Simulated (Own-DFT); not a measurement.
# What a defect does to the pressure of its cell: diamond germanium

No measurement is shown. These are fixed-geometry runs of a retired plane-wave code named Own-DFT, which no person has reviewed; spin and spin-orbit coupling are neglected.

Method: PBE; PseudoDojo norm-conserving scalar-relativistic files; cutoff 42 hartree; 3 x 3 x 6 k mesh centred on Gamma; Fermi-Dirac smearing of 0.1 eV.

Known weak points (not all hold for every row): not probed for a lower state with spin; smearing too wide for converged forces on cells of this kind; forces on such cells failed a check on a denser k mesh; stress not checked against mesh or cutoff.

All runs share one cell, with vectors in Å (11.316, 0.000, 0.000); (0.000, 11.316, 0.000); (0.000, 0.000, 5.658) and a volume of 724.5 Å³. u is the rms random offset of the atoms per axis. The defect's site can differ from row to row.

```
          cell  formula   u (Å)  P (GPa)
     no defect     Ge32  0.0200     3.91
     no defect     Ge32  0.0508     4.41
     no defect     Ge32  0.0552     4.61
one Ge vacancy     Ge31  0.0258        ?
one Ge vacancy     Ge31  0.0318     3.31
one Ge vacancy     Ge31  0.0439     3.42
one Ge vacancy     Ge31  0.0470     3.79
  one added Ge     Ge33  0.0325     7.93
  one added Ge     Ge33  0.0429     7.54
  one added Ge     Ge33  0.0538     8.50
```

## Analysis

P = P0 + c u² + a shift for each defect gives P0 = 3.74 GPa, c = 286 ± 99 GPa/Å² and a scatter of 0.25 GPa. The shifts, and each times the cell's volume:

- one added Ge: 3.70 ± 0.21 GPa, 16.8 eV
- one Ge vacancy: -0.72 ± 0.21 GPa, -3.2 eV

A positive shift means that the defect pushes the cell outwards. Shift times volume (160.2 GPa Å³ is 1 eV) depends little on the cell's size, so, taken for each site, it can be compared between cells at like pressure. The atoms around the defects weren't relaxed, which would change these numbers.

## The run left out

Asked: what pressure belongs in the blank (one Ge vacancy, u = 0.0258 Å)?

The fitted form gives 3.21 ± 0.31 GPa. The calculation gave 3.48 GPa.
